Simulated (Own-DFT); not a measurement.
## Calculated data, In₃GaAs₄ (zincblende random alloy, strained, atoms displaced)

All values are calculated (Own-DFT development build). A calculation, not a measurement: plane-wave PBE density functional theory by an unreviewed code, no spin, of a simulated periodic cell, stress positive in tension, free energy of the whole cell less one offset for each atom, forces on such cells passed a denser k mesh, this cell's mesh not checked; offsets are fitted by least squares, one for each functional and potential file, so energies compare only between cells with the same atoms and settings and are not formation energies; the far tail of each file's local potential was reset to the Coulomb form; each entry is a single point on an unrelaxed cell, so the pressure reflects the starting lattice, mostly measured values, from which strain is counted, and rises with the displacements; printed positions are rounded, which can move forces by about a meV/angstrom; the program is a retired in-house code; no spin-orbit coupling.

Common to all runs: functional PBE; potential files PseudoDojo norm-conserving, scalar-relativistic, standard set; wave cutoff 42 hartree; occupations Fermi-Dirac; smearing width 0.1 eV; k mesh 3 x 3 x 3 centred on Gamma.

(1) 
```cif
# cell vector a (Å): 11.7374 0.0000 0.0000
# cell vector b (Å): 0.0000 11.7374 0.0000
# cell vector c (Å): 0.0000 0.0000 12.0731
data_In3GaAs4
_symmetry_space_group_name_H-M 'P 1'
_symmetry_Int_Tables_number 1
_cell_length_a 11.7374
_cell_length_b 11.7374
_cell_length_c 12.0731
_cell_angle_alpha 90.000
_cell_angle_beta 90.000
_cell_angle_gamma 90.000
_cell_volume 1663.27
loop_
_atom_site_label
_atom_site_type_symbol
_atom_site_fract_x
_atom_site_fract_y
_atom_site_fract_z
_atom_site_occupancy
In1 In 0.00642 0.99630 0.99234 1
In2 In 0.00129 0.24998 0.25772 1
In3 In 0.24741 0.00165 0.24482 1
In4 In 0.25240 0.25126 0.00408 1
As1 As 0.12337 0.11752 0.12384 1
As2 As 0.13443 0.37597 0.37939 1
As3 As 0.36696 0.12792 0.37999 1
As4 As 0.37073 0.37594 0.13088 1
Ga1 Ga 0.00907 0.00331 0.50400 1
In5 In 0.00677 0.25515 0.74958 1
Ga2 Ga 0.25465 0.99887 0.75299 1
In6 In 0.25817 0.25610 0.50015 1
As5 As 0.12672 0.11976 0.62196 1
As6 As 0.12742 0.37544 0.87759 1
As7 As 0.37641 0.12441 0.87178 1
As8 As 0.37511 0.37933 0.62519 1
Ga3 Ga 0.99541 0.49641 0.99829 1
In7 In 0.99930 0.74723 0.25132 1
In8 In 0.25111 0.49888 0.24185 1
In9 In 0.24668 0.75022 0.99930 1
As9 As 0.11927 0.62763 0.12542 1
As10 As 0.13081 0.87749 0.37339 1
As11 As 0.37307 0.62134 0.38016 1
As12 As 0.36861 0.86995 0.11942 1
In10 In 0.99879 0.50258 0.50203 1
Ga4 Ga 0.99821 0.75023 0.75109 1
In11 In 0.25294 0.50296 0.75490 1
In12 In 0.25255 0.74726 0.49570 1
As13 As 0.12074 0.62205 0.62052 1
As14 As 0.12401 0.87246 0.87226 1
As15 As 0.37331 0.61994 0.87138 1
As16 As 0.37896 0.87492 0.62231 1
In13 In 0.49788 0.99948 0.00407 1
In14 In 0.50204 0.24655 0.25482 1
In15 In 0.75663 0.99972 0.25771 1
Ga5 Ga 0.75043 0.24812 0.99760 1
As17 As 0.62913 0.12297 0.12534 1
As18 As 0.61676 0.38167 0.37285 1
As19 As 0.87409 0.12917 0.37651 1
As20 As 0.87797 0.37456 0.12433 1
In16 In 0.49701 0.00104 0.50131 1
In17 In 0.49715 0.25057 0.75051 1
In18 In 0.75062 0.99606 0.75064 1
In19 In 0.75058 0.25030 0.50127 1
As21 As 0.62326 0.12269 0.62855 1
As22 As 0.63006 0.36951 0.88152 1
As23 As 0.87397 0.12185 0.87057 1
As24 As 0.87139 0.37756 0.62451 1
In20 In 0.50471 0.50033 0.00301 1
Ga6 Ga 0.49721 0.74702 0.24684 1
In21 In 0.75075 0.50009 0.25916 1
Ga7 Ga 0.75023 0.74806 0.00227 1
As25 As 0.61929 0.62487 0.12589 1
As26 As 0.62128 0.87755 0.38003 1
As27 As 0.87440 0.61478 0.37473 1
As28 As 0.87701 0.87572 0.13254 1
In22 In 0.50565 0.49559 0.49836 1
In23 In 0.48716 0.74811 0.74866 1
Ga8 Ga 0.74607 0.49732 0.74183 1
In24 In 0.75117 0.75037 0.50048 1
As29 As 0.61986 0.63183 0.62328 1
As30 As 0.61730 0.87391 0.88233 1
As31 As 0.87956 0.62526 0.86871 1
As32 As 0.87988 0.87753 0.62739 1
_calc_free_energy_of_cell_above_offsets '-24.400'  # eV
_calc_pressure 5.8  # GPa
_calc_stress_xx -6.11  # GPa
_calc_stress_yy -6.21  # GPa
_calc_stress_zz -5.08  # GPa
_calc_stress_yz -0.82  # GPa
_calc_stress_xz -0.11  # GPa
_calc_stress_xy -0.06  # GPa
```

Force:
```tsv
element	x (eV/Å)	y (eV/Å)	z (eV/Å)
In	-1.159	0.21	0.584
In	0.625	0.253	-0.643
In	0.75	-0.249	0.39
In	-0.229	-0.538	-0.172
As	-0.402	1.219	-0.191
As	-0.924	0.459	-0.42
As	0.867	-0.885	-0.961
As	1.488	-0.709	-0.857
Ga	-0.563	-0.477	-0.568
In	-0.558	-0.564	-0.225
Ga	-0.267	-0.181	-0.422
In	-0.862	-0.363	0.918
As	0.663	-0.098	0.537
As	-0.513	0.697	0.73
As	-0.91	-0.58	0.127
As	0.321	0.118	0.476
Ga	0.249	0.353	-0.027
In	-0.097	0.249	0.73
In	-0.789	1.044	1.025
In	-0.229	-0.824	-0.538
As	-0.216	-1.177	-1.049
As	-1.217	0.238	0.781
As	0.982	0.174	-1.592
As	1.17	-0.021	1.476
In	0.091	-1	-0.347
Ga	0.339	-0.045	-0.474
In	-1.171	-0.503	-1.07
In	-0.52	0.459	0.734
As	0.334	1.286	1.525
As	0.562	-0.291	-1.758
As	0.465	0.541	1.54
As	-1.649	0.594	0.652
In	-0.118	0.314	0.121
In	-0.353	-0.285	-0.484
In	-0.779	-0.179	-0.296
Ga	0.529	-0.32	0.352
As	0.475	0.671	-0.248
As	1.273	-1.472	-0.089
As	0.984	-0.875	1.192
As	-0.462	-0.109	-0.81
In	0.098	0.608	-0.182
In	0.474	0.338	-0.099
In	-0.647	-0.321	0.301
In	-0.838	0.171	-0.017
As	0.177	0.255	-0.294
As	0.613	0.433	-0.73
As	-0.045	1.089	0.896
As	-0.112	0.268	0.719
In	-0.695	-0.581	-0.417
Ga	-0.195	0.239	0.443
In	-0.556	-0.424	-1.785
Ga	0.029	0.173	-0.034
As	1.086	1.256	0.616
As	-0.296	-0.904	-1.279
As	0.384	1.642	0.515
As	-0.463	-0.503	-1.58
In	-0.777	1.051	0.949
In	1.067	0.296	0.557
Ga	-0.096	0.425	0.537
In	0.423	0.082	-0.118
As	0.726	-1.063	0.808
As	1.135	-1.058	-0.393
As	-0.74	-0.303	0.456
As	1.068	-0.303	-0.517
```

(2) 
```cif
# cell vector a (Å): 11.7374 0.0000 0.0000
# cell vector b (Å): 0.0000 11.7374 0.0000
# cell vector c (Å): 0.0000 0.0000 12.0731
data_In3GaAs4
_symmetry_space_group_name_H-M 'P 1'
_symmetry_Int_Tables_number 1
_cell_length_a 11.7374
_cell_length_b 11.7374
_cell_length_c 12.0731
_cell_angle_alpha 90.000
_cell_angle_beta 90.000
_cell_angle_gamma 90.000
_cell_volume 1663.27
loop_
_atom_site_label
_atom_site_type_symbol
_atom_site_fract_x
_atom_site_fract_y
_atom_site_fract_z
_atom_site_occupancy
In1 In 0.00197 0.99603 0.00948 1
Ga1 Ga 0.99442 0.25890 0.25199 1
In2 In 0.24937 0.99502 0.24347 1
In3 In 0.25110 0.25019 0.00346 1
As1 As 0.12392 0.12236 0.12954 1
As2 As 0.12573 0.37344 0.36613 1
As3 As 0.37213 0.12000 0.36735 1
As4 As 0.38067 0.37705 0.12247 1
Ga2 Ga 0.99777 0.00122 0.50366 1
Ga3 Ga 0.00791 0.25449 0.75017 1
In4 In 0.25184 0.99742 0.74985 1
Ga4 Ga 0.24783 0.24488 0.49905 1
As5 As 0.12496 0.12394 0.62132 1
As6 As 0.12807 0.38079 0.87102 1
As7 As 0.38158 0.12303 0.87233 1
As8 As 0.37571 0.37386 0.62837 1
In5 In 0.00267 0.49973 0.00520 1
In6 In 0.99199 0.74725 0.24954 1
In7 In 0.25083 0.49555 0.25162 1
In8 In 0.25081 0.74753 0.99996 1
As9 As 0.12027 0.62126 0.12249 1
As10 As 0.12510 0.87731 0.37673 1
As11 As 0.37841 0.62452 0.37238 1
As12 As 0.37547 0.87731 0.12198 1
In9 In 0.99699 0.50519 0.50265 1
In10 In 0.00331 0.75102 0.75085 1
Ga5 Ga 0.25583 0.50906 0.74972 1
In11 In 0.24461 0.75005 0.49777 1
As13 As 0.12562 0.63750 0.62942 1
As14 As 0.12543 0.87843 0.87676 1
As15 As 0.37955 0.63316 0.88288 1
As16 As 0.38039 0.87349 0.62522 1
In12 In 0.50734 0.00500 0.00242 1
In13 In 0.49815 0.25071 0.24951 1
Ga6 Ga 0.75062 0.99535 0.25739 1
In14 In 0.74969 0.24550 0.00510 1
As17 As 0.62621 0.12133 0.12117 1
As18 As 0.63261 0.37427 0.37964 1
As19 As 0.87824 0.13342 0.37758 1
As20 As 0.87740 0.37509 0.12221 1
In15 In 0.49815 0.00816 0.49560 1
In16 In 0.49358 0.25337 0.74537 1
In17 In 0.74970 0.01016 0.75020 1
Ga7 Ga 0.74623 0.24753 0.50174 1
As21 As 0.63005 0.12602 0.62291 1
As22 As 0.62778 0.37271 0.87145 1
As23 As 0.87433 0.12195 0.87958 1
As24 As 0.88364 0.37957 0.62122 1
In18 In 0.50668 0.50393 0.99938 1
In19 In 0.50148 0.74818 0.25460 1
Ga8 Ga 0.74538 0.49967 0.24603 1
In20 In 0.74535 0.74603 0.00412 1
As25 As 0.62226 0.63171 0.12362 1
As26 As 0.62930 0.87753 0.37663 1
As27 As 0.87408 0.62964 0.37579 1
As28 As 0.87580 0.87840 0.12331 1
In21 In 0.50152 0.49971 0.50141 1
In22 In 0.50412 0.75309 0.75160 1
In23 In 0.75188 0.49212 0.75025 1
In24 In 0.75327 0.75061 0.49998 1
As29 As 0.62441 0.62105 0.61988 1
As30 As 0.62163 0.87449 0.87798 1
As31 As 0.87987 0.62867 0.87707 1
As32 As 0.87197 0.87031 0.62286 1
_calc_free_energy_of_cell_above_offsets '-24.312'  # eV
_calc_pressure 5.83  # GPa
_calc_stress_xx -6.23  # GPa
_calc_stress_yy -6.07  # GPa
_calc_stress_zz -5.18  # GPa
_calc_stress_yz 0.46  # GPa
_calc_stress_xz 0.2  # GPa
_calc_stress_xy -0.71  # GPa
```

Force:
```tsv
element	x (eV/Å)	y (eV/Å)	z (eV/Å)
In	0.226	0.653	-1.055
Ga	0.278	-0.593	-0.236
In	-0.254	-0.16	0.526
In	-0.075	-0.225	-0.564
As	-0.716	1.585	0.438
As	-0.53	-0.976	1.518
As	-0.682	1.174	0.851
As	-0.172	0.191	-0.037
Ga	-0.063	-0.113	-0.307
Ga	-0.388	-0.239	-0.055
In	0.105	0.235	-0.189
Ga	0.095	0.246	-0.323
As	-0.469	0.484	-0.031
As	0.31	-0.164	-0.727
As	-0.629	0.171	0.393
As	-2.056	0.841	-1.139
In	-0.393	-0.303	-1.288
In	0.905	0.598	-0.185
In	0.343	0.656	-0.747
In	-0.749	0.522	0.484
As	1.025	0.788	1.062
As	-1.171	0.517	0.05
As	-0.69	-0.279	0.609
As	0.601	-0.564	0.005
In	1.267	0.313	-0.771
In	-0.672	0.827	0.593
Ga	-0.117	-0.031	0.176
In	1.061	0.262	-0.093
As	0.885	-2.135	-0.014
As	0.026	-0.204	0.115
As	-0.274	-1.274	-1.559
As	-0.311	0.157	-0.606
In	-1.013	-0.735	-0.597
In	0.695	-0.042	0.181
Ga	0.422	0.637	-0.483
In	0.159	0.498	-0.611
As	0.879	-0.039	2.388
As	0.37	-0.095	-0.595
As	-0.363	-0.613	-0.05
As	-0.631	-0.006	1.525
In	0.231	-0.525	0.394
In	1.148	-0.702	0.582
In	0.224	-1.335	0.23
Ga	0.865	0.348	0.011
As	-0.445	1.043	-0.648
As	-0.388	-0.345	0.64
As	1.438	0.939	-0.585
As	-0.832	-2.226	0.673
In	-0.088	-0.586	-0.381
In	-0.095	1.008	-0.315
Ga	0.411	0.122	0.221
In	1.024	0.843	-0.847
As	0.511	-1.433	1.422
As	0.031	0.382	-0.454
As	-0.894	-1.514	-0.784
As	-1.539	-0.21	1.253
In	-0.427	-0.457	-0.435
In	0.031	-0.578	-0.456
In	0.488	0.978	-0.208
In	-0.759	-0.26	-0.057
As	0.549	0.548	1.019
As	0.973	0.387	-0.232
As	-0.625	-0.536	-0.032
As	0.937	1.542	0.338
```

(3) 
```cif
# cell vector a (Å): 11.7374 0.0000 0.0000
# cell vector b (Å): 0.0000 11.7374 0.0000
# cell vector c (Å): 0.0000 0.0000 12.0731
data_In3GaAs4
_symmetry_space_group_name_H-M 'P 1'
_symmetry_Int_Tables_number 1
_cell_length_a 11.7374
_cell_length_b 11.7374
_cell_length_c 12.0731
_cell_angle_alpha 90.000
_cell_angle_beta 90.000
_cell_angle_gamma 90.000
_cell_volume 1663.27
loop_
_atom_site_label
_atom_site_type_symbol
_atom_site_fract_x
_atom_site_fract_y
_atom_site_fract_z
_atom_site_occupancy
In1 In 0.00140 0.99950 0.99905 1
In2 In 0.00476 0.24447 0.24825 1
In3 In 0.24787 0.00163 0.24744 1
In4 In 0.25622 0.24490 0.00553 1
As1 As 0.12844 0.12561 0.12094 1
As2 As 0.12655 0.37702 0.37382 1
As3 As 0.36872 0.11551 0.36948 1
As4 As 0.37984 0.37949 0.12163 1
In5 In 0.99682 0.99760 0.49921 1
In6 In 0.99940 0.24804 0.75377 1
In7 In 0.24699 0.99560 0.75309 1
Ga1 Ga 0.25005 0.25787 0.49859 1
As5 As 0.12256 0.12712 0.62226 1
As6 As 0.13217 0.37589 0.87373 1
As7 As 0.37499 0.12111 0.87372 1
As8 As 0.36429 0.37516 0.62841 1
In8 In 0.99986 0.49899 0.00240 1
In9 In 0.00433 0.74825 0.24912 1
In10 In 0.25232 0.50725 0.24710 1
In11 In 0.25238 0.76004 0.00199 1
As9 As 0.13651 0.62377 0.13046 1
As10 As 0.12575 0.87918 0.37540 1
As11 As 0.37168 0.62767 0.37727 1
As12 As 0.37119 0.87294 0.11307 1
In12 In 0.00017 0.49626 0.49542 1
In13 In 0.99435 0.74721 0.75627 1
In14 In 0.24754 0.50765 0.75536 1
Ga2 Ga 0.25651 0.74891 0.50014 1
As13 As 0.11883 0.62682 0.62304 1
As14 As 0.12477 0.87881 0.87456 1
As15 As 0.38182 0.62491 0.87536 1
As16 As 0.37180 0.87569 0.61935 1
Ga3 Ga 0.49939 0.00199 0.00232 1
Ga4 Ga 0.50326 0.25329 0.25234 1
In15 In 0.74621 0.99899 0.25027 1
In16 In 0.74722 0.25259 0.99843 1
As17 As 0.62707 0.12707 0.12788 1
As18 As 0.62867 0.36925 0.38067 1
As19 As 0.87294 0.12380 0.37851 1
As20 As 0.87496 0.37596 0.12428 1
Ga5 Ga 0.50795 0.99966 0.49547 1
In17 In 0.49885 0.25184 0.75103 1
In18 In 0.75509 0.99781 0.75860 1
Ga6 Ga 0.74998 0.26093 0.49750 1
As21 As 0.62429 0.12706 0.62238 1
As22 As 0.61821 0.37889 0.88184 1
As23 As 0.88180 0.12399 0.86776 1
As24 As 0.87263 0.36703 0.62989 1
Ga7 Ga 0.49496 0.50390 0.99060 1
In19 In 0.49737 0.75366 0.25004 1
In20 In 0.74559 0.49825 0.24964 1
In21 In 0.75050 0.74956 0.00479 1
As25 As 0.61973 0.61759 0.12984 1
As26 As 0.63138 0.87593 0.37630 1
As27 As 0.86523 0.62833 0.36730 1
As28 As 0.86976 0.86956 0.12611 1
In22 In 0.50635 0.49496 0.49298 1
In23 In 0.48878 0.74928 0.75062 1
Ga8 Ga 0.75582 0.49965 0.75093 1
In24 In 0.74732 0.75403 0.50216 1
As29 As 0.61952 0.61837 0.63128 1
As30 As 0.63252 0.87211 0.87594 1
As31 As 0.87139 0.62150 0.87421 1
As32 As 0.87484 0.88146 0.62883 1
_calc_free_energy_of_cell_above_offsets '-24.493'  # eV
_calc_pressure 5.71  # GPa
_calc_stress_xx -6  # GPa
_calc_stress_yy -6.09  # GPa
_calc_stress_zz -5.05  # GPa
_calc_stress_yz 0.05  # GPa
_calc_stress_xz -0.28  # GPa
_calc_stress_xy -0.34  # GPa
```

Force:
```tsv
element	x (eV/Å)	y (eV/Å)	z (eV/Å)
In	-0.625	-0.05	0.523
In	-0.538	0.324	0.336
In	-0.149	-0.913	-0.768
In	0.211	0.678	-0.742
As	-0.57	-0.388	0.184
As	0.825	-0.765	-0.061
As	1.734	1.946	1.526
As	1.068	-0.003	0.403
In	0.364	0.343	0.237
In	1.167	0.601	-0.532
In	0.261	0.787	-1.108
Ga	-0.114	-0.732	0.031
As	0.93	0.384	-0.481
As	-0.562	-0.467	0.768
As	0.788	-0.511	0.695
As	0.411	-0.126	-0.986
In	0.665	0.202	-0.215
In	-0.058	0.11	0.174
In	0.849	-1.497	0.972
In	-1.184	-1.95	-1.494
As	-1.517	0.994	-1.728
As	0.615	-1.197	0.529
As	0.198	0.382	0.607
As	2.132	2.097	1.656
In	-0.976	0.4	0.282
In	0.326	0.437	-0.624
In	-0.048	0.191	-0.725
Ga	-0.854	0.124	0.088
As	0.877	0.687	-0.443
As	-0.478	-1.056	0.175
As	-0.925	-0.257	1.216
As	0.374	0.257	-0.887
Ga	0.365	-0.051	-0.345
Ga	-0.415	-0.454	-0.081
In	0.627	0.388	-0.084
In	0.506	-0.393	-0.208
As	-1.491	0.022	-0.266
As	-0.052	-0.902	-1.213
As	-0.633	1.018	0.043
As	0.035	-0.436	0.436
Ga	-0.473	0.223	0.144
In	-0.092	0.001	-0.318
In	-0.914	0.536	-0.976
Ga	0.311	-1.332	0.699
As	0.46	-0.161	-0.752
As	0.498	0.997	-0.845
As	-0.811	0.18	1.743
As	-0.853	0.976	-0.54
Ga	0.496	-0.222	1.084
In	-0.022	0.113	-0.032
In	0.167	-0.597	0.001
In	-0.669	-1.034	-0.16
As	-0.858	0.169	-1.419
As	-1.622	0.343	0.259
As	0.81	-0.111	0.889
As	1.091	0.841	0.231
In	-1.216	0.341	1.079
In	1.257	0.841	-0.567
Ga	-0.753	-0.323	-0.118
In	0.256	-0.81	0.989
As	1.062	-0.013	0.169
As	-1.814	0.388	0.572
As	-0.489	-0.6	0.145
As	0.04	-0.969	-0.168
```

(4) 
```cif
# cell vector a (Å): 11.7374 0.0000 0.0000
# cell vector b (Å): 0.0000 11.7374 0.0000
# cell vector c (Å): 0.0000 0.0000 12.0731
data_In3GaAs4
_symmetry_space_group_name_H-M 'P 1'
_symmetry_Int_Tables_number 1
_cell_length_a 11.7374
_cell_length_b 11.7374
_cell_length_c 12.0731
_cell_angle_alpha 90.000
_cell_angle_beta 90.000
_cell_angle_gamma 90.000
_cell_volume 1663.27
loop_
_atom_site_label
_atom_site_type_symbol
_atom_site_fract_x
_atom_site_fract_y
_atom_site_fract_z
_atom_site_occupancy
In1 In 0.99833 0.99738 0.99725 1
In2 In 0.00031 0.25617 0.25418 1
In3 In 0.25442 0.99919 0.24753 1
In4 In 0.24960 0.25044 0.00666 1
As1 As 0.12126 0.12518 0.12906 1
As2 As 0.12732 0.37846 0.37297 1
As3 As 0.38070 0.12441 0.37304 1
As4 As 0.37599 0.36828 0.12605 1
In5 In 0.00349 0.99824 0.49883 1
Ga1 Ga 0.00416 0.25237 0.74519 1
In6 In 0.24616 0.99521 0.74588 1
In7 In 0.24835 0.24536 0.50362 1
As5 As 0.12373 0.11913 0.62196 1
As6 As 0.12145 0.38059 0.87400 1
As7 As 0.37827 0.13035 0.87634 1
As8 As 0.37826 0.37651 0.62270 1
Ga2 Ga 0.00385 0.50417 0.99732 1
Ga3 Ga 0.00166 0.74937 0.24812 1
In8 In 0.25017 0.50126 0.25780 1
In9 In 0.25219 0.75456 0.00209 1
As9 As 0.13056 0.62603 0.13313 1
As10 As 0.12216 0.87082 0.37731 1
As11 As 0.37404 0.62619 0.37386 1
As12 As 0.36840 0.88667 0.12786 1
Ga4 Ga 0.98980 0.49894 0.50365 1
In10 In 0.99545 0.75512 0.74627 1
In11 In 0.24951 0.49781 0.74611 1
Ga5 Ga 0.24814 0.75073 0.50607 1
As13 As 0.12735 0.62136 0.62410 1
As14 As 0.12874 0.87473 0.87514 1
As15 As 0.36894 0.62286 0.87830 1
As16 As 0.37479 0.87150 0.61944 1
In12 In 0.49865 0.00455 0.99631 1
In13 In 0.49755 0.25915 0.24242 1
In14 In 0.75143 0.99751 0.25655 1
In15 In 0.75261 0.24663 0.00718 1
As17 As 0.62745 0.12485 0.12003 1
As18 As 0.61992 0.37992 0.38108 1
As19 As 0.88131 0.12774 0.37280 1
As20 As 0.87611 0.37545 0.12107 1
In16 In 0.50740 0.00281 0.49842 1
In17 In 0.50600 0.25645 0.75666 1
In18 In 0.74723 0.99621 0.74785 1
Ga6 Ga 0.75619 0.24504 0.50075 1
As21 As 0.63278 0.11873 0.62317 1
As22 As 0.62358 0.37357 0.87533 1
As23 As 0.87906 0.12205 0.87608 1
As24 As 0.87540 0.38104 0.62868 1
Ga7 Ga 0.51017 0.50070 0.99724 1
In19 In 0.49106 0.74935 0.24444 1
Ga8 Ga 0.74904 0.49949 0.24758 1
In20 In 0.75328 0.75236 0.99608 1
As25 As 0.62634 0.62313 0.13200 1
As26 As 0.62483 0.87600 0.37511 1
As27 As 0.87273 0.62746 0.37325 1
As28 As 0.87669 0.86916 0.12354 1
In21 In 0.50664 0.50108 0.49580 1
In22 In 0.49859 0.74513 0.75057 1
In23 In 0.74364 0.49734 0.74539 1
In24 In 0.75052 0.75373 0.50237 1
As29 As 0.62847 0.62219 0.62826 1
As30 As 0.62188 0.87441 0.87755 1
As31 As 0.87719 0.62929 0.87540 1
As32 As 0.87246 0.87444 0.63125 1
_calc_free_energy_of_cell_above_offsets '-24.166'  # eV
_calc_pressure 5.87  # GPa
_calc_stress_xx -6.23  # GPa
_calc_stress_yy -6.23  # GPa
_calc_stress_zz -5.15  # GPa
_calc_stress_yz 0.06  # GPa
_calc_stress_xz -0.17  # GPa
_calc_stress_xy 0.36  # GPa
```

Force:
```tsv
element	x (eV/Å)	y (eV/Å)	z (eV/Å)
In	0.526	-0.055	0.55
In	0.14	0.176	-0.626
In	-1.535	1.012	1.67
In	-0.664	-0.179	-0.796
As	-0.108	-0.205	-0.169
As	-0.996	0.067	1.876
As	-0.234	0.375	0.061
As	-0.283	2.762	-1.281
In	-0.933	-0.313	0.032
Ga	-0.222	-0.192	0.397
In	0.961	0.437	0.398
In	0.409	0.381	-0.615
As	-0.549	1.176	1.128
As	-0.614	-0.728	0.245
As	-0.99	-0.26	-0.756
As	0.154	-0.317	0.011
Ga	-0.227	0.245	0.368
Ga	-0.108	-0.164	0.217
In	0.612	-0.332	-0.89
In	-0.161	-0.303	0.317
As	-1.392	0.13	-0.843
As	0.663	-1.034	-0.519
As	-0.342	0.868	1.42
As	1.543	-1.281	-1.412
Ga	0.771	0.409	-0.649
In	1.219	-0.859	0.497
In	0.265	-0.108	0.279
Ga	-0.11	-0.367	-0.591
As	-0.814	0.562	-1.189
As	-0.521	-0.231	-0.088
As	1.152	-0.659	0.505
As	-0.094	-0.164	-0.253
In	0.018	-0.268	0.382
In	1.396	-1.327	1.317
In	0.236	0.31	-0.866
In	0.254	0.281	-1.203
As	-0.363	-0.497	1.311
As	2.582	-1.578	-1.43
As	-0.984	0.174	0.996
As	0.278	1.675	0.409
In	-0.753	-0.206	0.044
In	-0.682	-1.012	-1.537
In	0.29	0.249	1.174
Ga	-0.15	0.422	-0.075
As	-0.092	1.904	-0.175
As	0.833	1.005	1.552
As	-0.109	1.1	-1.297
As	0.631	-1.638	-0.935
Ga	-0.748	0.096	0.408
In	0.37	0.465	0.215
Ga	0.206	-0.249	0.451
In	-0.625	-0.532	0.52
As	0.124	-0.66	-0.957
As	-0.347	-0.857	-0.292
As	0.594	-0.722	-0.529
As	0.544	0.088	1.16
In	-1.219	1.083	1.009
In	-0.261	0.075	0.146
In	0.742	0.159	1.441
In	-0.084	-0.33	-0.17
As	-0.619	0.831	-0.791
As	-0.117	-0.092	-0.336
As	0.342	-1.391	0.064
As	0.195	0.591	-1.296
```
